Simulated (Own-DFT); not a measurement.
# Computed records: Hf36O71 (tetragonal hafnia with one neutral oxygen vacancy, atoms displaced)

A calculation, not a measurement: plane-wave PBE and HSE06 DFT by an unreviewed code, no spin, of a simulated cell at Gamma alone, so results move with cell size and shape, stress positive in tension, energies less offsets, not probed for a lower state with spin; hafnium file: forces about 75 meV/angstrom off all-electron values; oxygen file: force components 24 meV/angstrom off all-electron in a glass; k mesh not checked against a denser one; forces and stress are PBE's, HSE06 gives the energy alone, and its difference from PBE has offsets of its own; offsets are fitted by least squares, one for each functional and potential file, so energies compare only between cells with the same atoms and settings and are not formation energies; the far tail of each file's local potential was reset to the Coulomb form; each entry is a single point on an unrelaxed cell, so the pressure reflects the starting lattice, taken from the Materials Project, from which strain is counted, and rises with the displacements; printed positions are rounded, which can move forces by about a meV/angstrom; the program is a retired in-house code; no spin-orbit coupling. Program: Own-DFT development build.

Common to all runs: first functional PBE; second functional HSE06; exact exchange share 0.25; screening 0.11 1/bohr; exchange divergence Gygi-Baldereschi; potential files PseudoDojo norm-conserving, scalar-relativistic, made for PBE, standard set; wave cutoff 48 hartree; occupations fixed; k mesh 1 x 1 x 1 centred on Gamma.

(1) Hf36O71 (tetragonal hafnia with one neutral oxygen vacancy, atoms displaced)

```cif
# cell vector a (Å): 10.7800 0.0000 0.0000
# cell vector b (Å): 0.0000 10.7800 0.0000
# cell vector c (Å): 0.0000 0.0000 10.4493
data_Hf36O71
_symmetry_space_group_name_H-M 'P 1'
_symmetry_Int_Tables_number 1
_cell_length_a 10.7800
_cell_length_b 10.7800
_cell_length_c 10.4493
_cell_angle_alpha 90.000
_cell_angle_beta 90.000
_cell_angle_gamma 90.000
_cell_volume 1214.30
loop_
_atom_site_label
_atom_site_type_symbol
_atom_site_fract_x
_atom_site_fract_y
_atom_site_fract_z
_atom_site_occupancy
Hf1 Hf 0.00384 0.99875 0.00206 1
Hf2 Hf 0.16585 0.16677 0.25232 1
O1 O 0.99940 0.16942 0.15145 1
O2 O 0.99626 0.16391 0.40514 1
O3 O 0.16808 0.99665 0.09917 1
Hf3 Hf 0.99558 0.00529 0.49639 1
Hf4 Hf 0.16877 0.16395 0.74937 1
O4 O 0.00263 0.17000 0.65551 1
O5 O 0.16606 0.00542 0.85032 1
O6 O 0.00220 0.16547 0.90680 1
O7 O 0.16992 0.99622 0.59465 1
Hf5 Hf 0.00220 0.33260 0.99577 1
Hf6 Hf 0.17228 0.49865 0.24744 1
O8 O 0.99641 0.49567 0.15044 1
O9 O 0.16656 0.33574 0.34783 1
O10 O 0.00224 0.50128 0.40348 1
O11 O 0.16511 0.33031 0.10260 1
Hf7 Hf 0.00045 0.33252 0.50239 1
Hf8 Hf 0.16728 0.49853 0.75025 1
O12 O 0.99861 0.49742 0.64763 1
O13 O 0.16406 0.33547 0.84580 1
O14 O 0.00234 0.49763 0.90490 1
O15 O 0.16659 0.33763 0.59435 1
Hf9 Hf 0.99902 0.66203 0.99723 1
Hf10 Hf 0.16384 0.83766 0.25180 1
O16 O 0.00046 0.83273 0.14254 1
O17 O 0.16955 0.66225 0.34514 1
O18 O 0.99956 0.83235 0.40156 1
O19 O 0.16962 0.66499 0.09952 1
Hf11 Hf 0.99968 0.67064 0.49804 1
Hf12 Hf 0.16507 0.83115 0.75139 1
O20 O 0.00452 0.83013 0.65578 1
O21 O 0.16944 0.66592 0.85102 1
O22 O 0.99762 0.83295 0.90204 1
O23 O 0.16439 0.66589 0.59439 1
Hf13 Hf 0.33831 0.00135 0.00090 1
Hf14 Hf 0.49974 0.16240 0.25154 1
O24 O 0.32899 0.16378 0.15193 1
O25 O 0.49509 0.99951 0.34538 1
O26 O 0.33495 0.16369 0.40337 1
O27 O 0.50007 0.99669 0.09283 1
Hf15 Hf 0.33404 0.00029 0.49990 1
Hf16 Hf 0.50208 0.16561 0.75458 1
O28 O 0.33122 0.16633 0.65646 1
O29 O 0.50081 0.00276 0.84462 1
O30 O 0.33238 0.16406 0.90142 1
O31 O 0.49949 0.99977 0.59898 1
Hf17 Hf 0.33264 0.33380 0.00265 1
Hf18 Hf 0.50334 0.49702 0.24961 1
O32 O 0.33709 0.50273 0.15209 1
O33 O 0.49873 0.33205 0.35074 1
O34 O 0.33949 0.50631 0.40425 1
O35 O 0.50404 0.33037 0.09121 1
Hf19 Hf 0.33341 0.33323 0.50045 1
Hf20 Hf 0.50132 0.50188 0.75007 1
O36 O 0.33477 0.49728 0.65163 1
O37 O 0.50232 0.32959 0.84727 1
O38 O 0.33391 0.49864 0.90316 1
O39 O 0.50295 0.33246 0.59588 1
Hf21 Hf 0.33519 0.67110 0.00014 1
Hf22 Hf 0.49982 0.83279 0.24826 1
O40 O 0.33545 0.83184 0.15079 1
O41 O 0.50240 0.66918 0.34454 1
O42 O 0.33595 0.83948 0.40337 1
O43 O 0.50105 0.66730 0.09552 1
Hf23 Hf 0.33493 0.66569 0.50012 1
Hf24 Hf 0.49927 0.83690 0.74927 1
O44 O 0.32811 0.83157 0.65193 1
O45 O 0.49608 0.66327 0.84544 1
O46 O 0.33553 0.83187 0.90436 1
O47 O 0.49948 0.66287 0.59526 1
Hf25 Hf 0.66282 0.00545 0.00125 1
Hf26 Hf 0.83275 0.16726 0.25330 1
O48 O 0.66745 0.17045 0.14909 1
O49 O 0.83445 0.99976 0.34747 1
O50 O 0.67022 0.16572 0.40383 1
O51 O 0.83285 0.00211 0.09451 1
Hf27 Hf 0.66744 0.00157 0.50495 1
Hf28 Hf 0.83199 0.16891 0.74516 1
O52 O 0.66558 0.16401 0.65442 1
O53 O 0.83225 0.00128 0.85380 1
O54 O 0.66693 0.16939 0.89627 1
O55 O 0.83470 0.00018 0.59947 1
Hf29 Hf 0.66563 0.33325 0.00171 1
Hf30 Hf 0.83755 0.49543 0.24607 1
O56 O 0.66533 0.49822 0.15226 1
O57 O 0.83369 0.33828 0.34751 1
O58 O 0.66330 0.50178 0.40678 1
O59 O 0.83398 0.33464 0.09828 1
Hf31 Hf 0.66327 0.33740 0.49724 1
Hf32 Hf 0.83364 0.50120 0.75039 1
O60 O 0.66563 0.50404 0.65248 1
O61 O 0.83022 0.33556 0.85397 1
O62 O 0.66929 0.50238 0.89966 1
O63 O 0.83558 0.33378 0.59656 1
Hf33 Hf 0.65944 0.66966 0.99628 1
Hf34 Hf 0.83129 0.82997 0.24894 1
O64 O 0.66421 0.82825 0.15347 1
O65 O 0.83442 0.66418 0.34552 1
O66 O 0.66855 0.83937 0.40860 1
O67 O 0.83149 0.66203 0.09944 1
Hf35 Hf 0.66994 0.67054 0.50442 1
Hf36 Hf 0.83424 0.83689 0.74595 1
O68 O 0.66688 0.83619 0.64687 1
O69 O 0.83574 0.66970 0.85045 1
O70 O 0.66916 0.83754 0.90062 1
O71 O 0.83199 0.66749 0.59552 1
```

* PBE energy of cell above offsets: -100.883 eV
* HSE06 less PBE above offsets: -0.134 eV
* PBE pressure: 0.89 GPa
* PBE stress xx: -0.68 GPa
* PBE stress yy: -0.44 GPa
* PBE stress zz: -1.55 GPa
* PBE stress yz: 0.67 GPa
* PBE stress xz: 0.51 GPa
* PBE stress xy: -0.01 GPa

Force:
```csv
element,x (eV/Å),y (eV/Å),z (eV/Å)
Hf,-0.905,-0.183,-0.357
Hf,-0.428,-0.23,-0.39
O,0.22,-0.333,0.985
O,0.449,0.975,-0.626
O,0.475,0.03,0.601
Hf,1.2,-1.403,0.466
Hf,-0.234,0.387,0.574
O,-0.31,-0.278,-0.559
O,0.088,-1.461,-0.299
O,-0.091,0.283,-0.499
O,-1.186,0.509,-0.466
Hf,-0.645,-0.558,0.969
Hf,-1.14,0.688,-0.013
O,1.538,0.294,-0.001
O,0.384,-0.803,0.167
O,-0.181,-0.218,-0.071
O,0.775,0.381,-0.647
Hf,0.059,1.448,-0.325
Hf,-0.05,0.387,-0.472
O,0.088,0.156,1.044
O,0.248,-0.655,0.232
O,-0.085,0.41,-1.026
O,0.346,-0.237,0.223
Hf,-0.181,1.043,0.874
Hf,0.136,-0.462,-0.507
O,-0.158,0.014,1.555
O,-0.031,1.227,0.025
O,0.47,0.944,-0.421
O,-0.469,-0.217,-0.471
Hf,0.289,-1.421,-0.066
Hf,0.126,0.322,0.354
O,-1.07,0.122,-0.576
O,-0.167,-0.054,-0.507
O,0.485,0.006,-0.27
O,0.505,-0.098,0.375
Hf,-1.714,-0.23,-0.275
Hf,-0.164,0.619,-0.121
O,1.07,0.077,0.31
O,0.634,0.311,-0.1
O,-0.529,0.59,-0.246
O,0.174,0.458,0.937
Hf,-0.117,-0.211,0.359
Hf,-0.336,0.954,-0.837
O,0.688,0.314,-0.584
O,-0.137,-0.926,0.746
O,0.201,0.741,0.509
O,0.056,-0.193,0.025
Hf,-0.078,0.038,-0.579
Hf,0.07,0.885,0.498
O,0.243,-0.767,0.034
O,0.071,-0.462,-0.707
O,-0.138,-1.641,-0.354
O,-1.675,0.014,1.11
Hf,0.168,0.531,0.143
Hf,-0.195,-0.964,-0.06
O,-0.222,0.069,0.189
O,-0.235,0.926,-0.09
O,-0.001,-0.142,0.151
O,-0.584,-0.073,0.145
Hf,-0.832,-0.993,0.323
Hf,-0.395,-0.498,0.484
O,-0.42,0.095,0.395
O,-0.029,-0.079,-0.112
O,-0.69,-0.914,-0.316
O,-0.315,-0.002,0.078
Hf,-0.581,0.777,-0.102
Hf,-0.304,-0.481,-0.395
O,1.223,-0.061,0.515
O,0.414,1.293,0.144
O,0.244,1.075,-0.515
O,0.252,0.452,0.411
Hf,2.28,-0.079,-0.937
Hf,0.245,0.152,-0.932
O,-0.5,-0.518,0.523
O,0.138,-0.145,0.065
O,-0.226,0.259,-0.335
O,-0.476,-0.085,0.647
Hf,-0.242,0.039,-0.308
Hf,0.105,-0.021,1.623
O,0.312,-0.051,-0.477
O,0.074,0.2,-1.535
O,-0.22,-0.532,0.726
O,-0.027,0.056,0.229
Hf,1.408,0.473,-0.836
Hf,-0.398,0.987,-0.143
O,-0.051,-0.204,0.071
O,-0.049,-1.314,0.311
O,-0.174,0.053,-0.341
O,-0.153,-0.166,-0.02
Hf,0.633,-0.064,0.28
Hf,-0.165,-0.052,0.315
O,0.603,-0.235,0.092
O,0.439,-0.285,-1.189
O,-0.425,-0.021,0.306
O,-0.993,-0.335,0.317
Hf,1.741,-0.254,0.25
Hf,0.426,-0.134,-0.571
O,0.438,0.4,-0.035
O,-0.221,0.505,0.252
O,0.101,-0.594,-0.779
O,-0.125,0.372,-0.587
Hf,-0.843,-0.37,-1.061
Hf,0.33,0.048,1.545
O,-0.296,-0.232,0.896
O,0.051,-0.333,-0.918
O,-0.797,-0.368,-0.031
O,0.693,0.248,0.594
```

(2) Hf36O71 (tetragonal hafnia with one neutral oxygen vacancy, atoms displaced)

```cif
# cell vector a (Å): 10.7800 0.0000 0.0000
# cell vector b (Å): 0.0000 10.7800 0.0000
# cell vector c (Å): 0.0000 0.0000 10.4493
data_Hf36O71
_symmetry_space_group_name_H-M 'P 1'
_symmetry_Int_Tables_number 1
_cell_length_a 10.7800
_cell_length_b 10.7800
_cell_length_c 10.4493
_cell_angle_alpha 90.000
_cell_angle_beta 90.000
_cell_angle_gamma 90.000
_cell_volume 1214.30
loop_
_atom_site_label
_atom_site_type_symbol
_atom_site_fract_x
_atom_site_fract_y
_atom_site_fract_z
_atom_site_occupancy
Hf1 Hf 0.99385 0.00037 0.00041 1
Hf2 Hf 0.16480 0.17401 0.24647 1
O1 O 0.00046 0.16639 0.15388 1
O2 O 0.16548 0.00130 0.34333 1
O3 O 0.16544 0.00292 0.09706 1
Hf3 Hf 0.99974 0.99722 0.50283 1
Hf4 Hf 0.16622 0.16793 0.75189 1
O4 O 0.00446 0.16901 0.65007 1
O5 O 0.16647 0.99594 0.84903 1
O6 O 0.99745 0.16182 0.89863 1
O7 O 0.16609 0.00843 0.59942 1
Hf5 Hf 0.00122 0.33273 0.99646 1
Hf6 Hf 0.16999 0.49846 0.25008 1
O8 O 0.00179 0.49936 0.15482 1
O9 O 0.16242 0.32435 0.34579 1
O10 O 0.99877 0.49878 0.40534 1
O11 O 0.16791 0.33505 0.09181 1
Hf7 Hf 0.99744 0.33267 0.50208 1
Hf8 Hf 0.16465 0.49788 0.74973 1
O12 O 0.99905 0.50448 0.64935 1
O13 O 0.17170 0.33224 0.84884 1
O14 O 0.99628 0.49995 0.90602 1
O15 O 0.16498 0.33359 0.59617 1
Hf9 Hf 0.00081 0.66073 0.99747 1
Hf10 Hf 0.16967 0.83108 0.25407 1
O16 O 0.00244 0.83484 0.15451 1
O17 O 0.16502 0.66810 0.34435 1
O18 O 0.99630 0.83553 0.40216 1
O19 O 0.16548 0.66354 0.09864 1
Hf11 Hf 0.99676 0.66824 0.49343 1
Hf12 Hf 0.16558 0.83503 0.74923 1
O20 O 0.00150 0.83212 0.64989 1
O21 O 0.16863 0.66780 0.85206 1
O22 O 0.99856 0.83490 0.90244 1
O23 O 0.16543 0.66616 0.59548 1
Hf13 Hf 0.33349 0.99878 0.00033 1
Hf14 Hf 0.49890 0.16301 0.24975 1
O24 O 0.33521 0.16892 0.15060 1
O25 O 0.49732 0.99788 0.35199 1
O26 O 0.33601 0.16652 0.40798 1
O27 O 0.50057 0.00201 0.10024 1
Hf15 Hf 0.33052 0.99493 0.49652 1
Hf16 Hf 0.50728 0.16338 0.75751 1
O28 O 0.33093 0.16199 0.65802 1
O29 O 0.49457 0.00668 0.84885 1
O30 O 0.32917 0.16404 0.90284 1
O31 O 0.50586 0.99827 0.59460 1
Hf17 Hf 0.33236 0.33761 0.99984 1
Hf18 Hf 0.49927 0.49734 0.24544 1
O32 O 0.33488 0.49944 0.15329 1
O33 O 0.49625 0.33566 0.34514 1
O34 O 0.33499 0.50170 0.40552 1
O35 O 0.49891 0.32830 0.09975 1
Hf19 Hf 0.33286 0.33616 0.50277 1
Hf20 Hf 0.49832 0.49825 0.75018 1
O36 O 0.33699 0.50074 0.65001 1
O37 O 0.50460 0.32719 0.84792 1
O38 O 0.33532 0.49498 0.90235 1
O39 O 0.49810 0.32949 0.59208 1
Hf21 Hf 0.33278 0.66748 0.99802 1
Hf22 Hf 0.49846 0.82641 0.25009 1
O40 O 0.33424 0.83237 0.15401 1
O41 O 0.49971 0.66477 0.34863 1
O42 O 0.33065 0.83647 0.40274 1
O43 O 0.49799 0.66596 0.10161 1
Hf23 Hf 0.33532 0.65802 0.50225 1
Hf24 Hf 0.50511 0.83579 0.75124 1
O44 O 0.32986 0.82885 0.65343 1
O45 O 0.50183 0.66673 0.84956 1
O46 O 0.33095 0.83424 0.90821 1
O47 O 0.50451 0.67085 0.59044 1
Hf25 Hf 0.66128 0.99795 0.99889 1
Hf26 Hf 0.83289 0.16379 0.24722 1
O48 O 0.67371 0.16926 0.15429 1
O49 O 0.83328 0.99691 0.34722 1
O50 O 0.66438 0.16026 0.40288 1
O51 O 0.83306 0.99967 0.09622 1
Hf27 Hf 0.66709 0.00016 0.50124 1
Hf28 Hf 0.83249 0.16277 0.75192 1
O52 O 0.66932 0.16258 0.65006 1
O53 O 0.82891 0.00293 0.85253 1
O54 O 0.66515 0.16353 0.90101 1
O55 O 0.83869 0.00184 0.59659 1
Hf29 Hf 0.66870 0.33183 0.99730 1
Hf30 Hf 0.83646 0.50391 0.24548 1
O56 O 0.66371 0.49994 0.15196 1
O57 O 0.83180 0.33147 0.34303 1
O58 O 0.66590 0.49596 0.40112 1
O59 O 0.83391 0.33350 0.09857 1
Hf31 Hf 0.66625 0.33976 0.50572 1
Hf32 Hf 0.83741 0.50331 0.75110 1
O60 O 0.66639 0.50032 0.65325 1
O61 O 0.83332 0.33420 0.84766 1
O62 O 0.66574 0.49955 0.90248 1
O63 O 0.83239 0.33182 0.59596 1
Hf33 Hf 0.66616 0.66762 0.99766 1
Hf34 Hf 0.83935 0.83594 0.25376 1
O64 O 0.66840 0.83075 0.15199 1
O65 O 0.83816 0.66536 0.34691 1
O66 O 0.66803 0.83597 0.40416 1
O67 O 0.83738 0.66514 0.09066 1
Hf35 Hf 0.66806 0.66386 0.50152 1
Hf36 Hf 0.83136 0.82918 0.75009 1
O68 O 0.67019 0.83379 0.64752 1
O69 O 0.83431 0.66665 0.84342 1
O70 O 0.66847 0.83133 0.90175 1
O71 O 0.83195 0.66149 0.60011 1
```

* PBE energy of cell above offsets: -100.183 eV
* HSE06 less PBE above offsets: -0.095 eV
* PBE pressure: 1.45 GPa
* PBE stress xx: -0.55 GPa
* PBE stress yy: -1.58 GPa
* PBE stress zz: -2.23 GPa
* PBE stress yz: -0.11 GPa
* PBE stress xz: 0.28 GPa
* PBE stress xy: -0.03 GPa

Force:
```csv
element,x (eV/Å),y (eV/Å),z (eV/Å)
Hf,1.581,-0.707,0.264
Hf,0.735,-2.942,-0.334
O,-0.268,0.363,-0.235
O,-0.184,0.226,0.556
O,0.18,-0.184,-0.524
Hf,0.681,1.564,-0.544
Hf,0.916,-1.532,-0.402
O,-1.223,0.275,0.148
O,0.016,0.491,-0.39
O,0.126,1.228,0.334
O,-0.169,-1.035,-0.338
Hf,-0.852,-1.068,0.692
Hf,-0.687,0.267,0.115
O,0.445,-0.082,-0.334
O,-0.065,2.602,0.647
O,0.283,0.093,-0.459
O,-0.532,0.178,0.705
Hf,-0.278,-1.292,-0.786
Hf,0.134,0.647,-0.564
O,0.409,-0.364,1.047
O,-0.801,0.994,-0.157
O,0.322,-0.696,-1.203
O,0.297,0.748,0.432
Hf,0.694,2.169,0.744
Hf,-0.278,1.452,-1.029
O,-0.113,-0.166,0.054
O,0.022,-1.104,0.581
O,0.192,-0.568,-0.092
O,0.463,-0.231,-0.217
Hf,0.51,-0.33,0.908
Hf,-0.132,0.105,0.221
O,-0.612,-0.163,0.252
O,-0.027,-0.865,-0.607
O,-0.383,-0.736,-0.046
O,0.158,-0.47,-0.182
Hf,-1.414,1.108,0.646
Hf,0.294,0.364,0.858
O,-0.372,-0.071,0.449
O,-0.1,-0.442,-0.96
O,-0.026,0.264,-0.282
O,0.125,-0.112,-0.25
Hf,0.586,1.799,0.805
Hf,-1.393,0.804,-2.392
O,0.975,0.552,0.18
O,0.629,-2.616,0.624
O,0.147,0.737,0.519
O,-1.363,-0.492,1.126
Hf,0.829,-2.37,0.294
Hf,0.861,-0.247,0.755
O,-0.683,-0.154,-0.308
O,-0.034,-0.367,0.002
O,-0.789,-0.87,-0.87
O,0.542,0.532,-0.789
Hf,0.254,-1.992,-0.564
Hf,0.83,-0.409,0.533
O,-0.626,0.192,0.4
O,-0.113,1.454,-0.109
O,0.234,1.406,-0.649
O,0.271,0.506,1.061
Hf,-0.362,0.18,0.55
Hf,0.764,0.977,0.57
O,-0.19,-0.193,-0.176
O,-0.113,-0.203,-0.092
O,-0.12,-1.931,-0.24
O,0.248,0.149,-0.849
Hf,-0.418,2.226,0.155
Hf,-0.943,0.153,-1.142
O,1.19,0.282,0.479
O,-0.204,0.043,-0.541
O,0.668,-0.549,-0.622
O,-0.654,-0.225,1.288
Hf,1.146,0.216,1.084
Hf,0.31,0.427,1.292
O,-1.728,-0.22,-0.855
O,0.555,0.74,0.027
O,-0.005,1.406,-0.011
O,-0.794,-0.119,0.286
Hf,0.226,0.38,-0.685
Hf,0.754,0.339,-0.905
O,-0.116,0.268,0.821
O,-0.087,-1.131,-0.686
O,0.081,0.261,0.124
O,-0.638,-0.125,0.737
Hf,-0.269,0.072,0.971
Hf,-0.754,-1.417,0.479
O,0.785,0.201,-0.274
O,0.503,0.366,0.213
O,0.193,1.057,0.255
O,0.465,0.317,-0.916
Hf,0.161,-1.742,-1.535
Hf,-0.613,-0.821,-0.636
O,-0.25,-0.227,0.097
O,0.022,-0.221,-0.099
O,0.02,0.191,-0.033
O,0.148,0.368,0.448
Hf,-0.199,-0.67,1.244
Hf,-0.594,-0.002,-0.695
O,-0.122,-0.125,-0.068
O,-0.217,0.226,0.094
O,0.099,-1.321,-0.15
O,-0.731,-0.374,0.31
Hf,0.086,0.537,-1.206
Hf,1.158,1.251,-0.304
O,-0.261,-0.238,1.183
O,-0.183,-0.093,0.614
O,-0.485,0.514,-0.67
O,0.243,0.36,-0.272
```
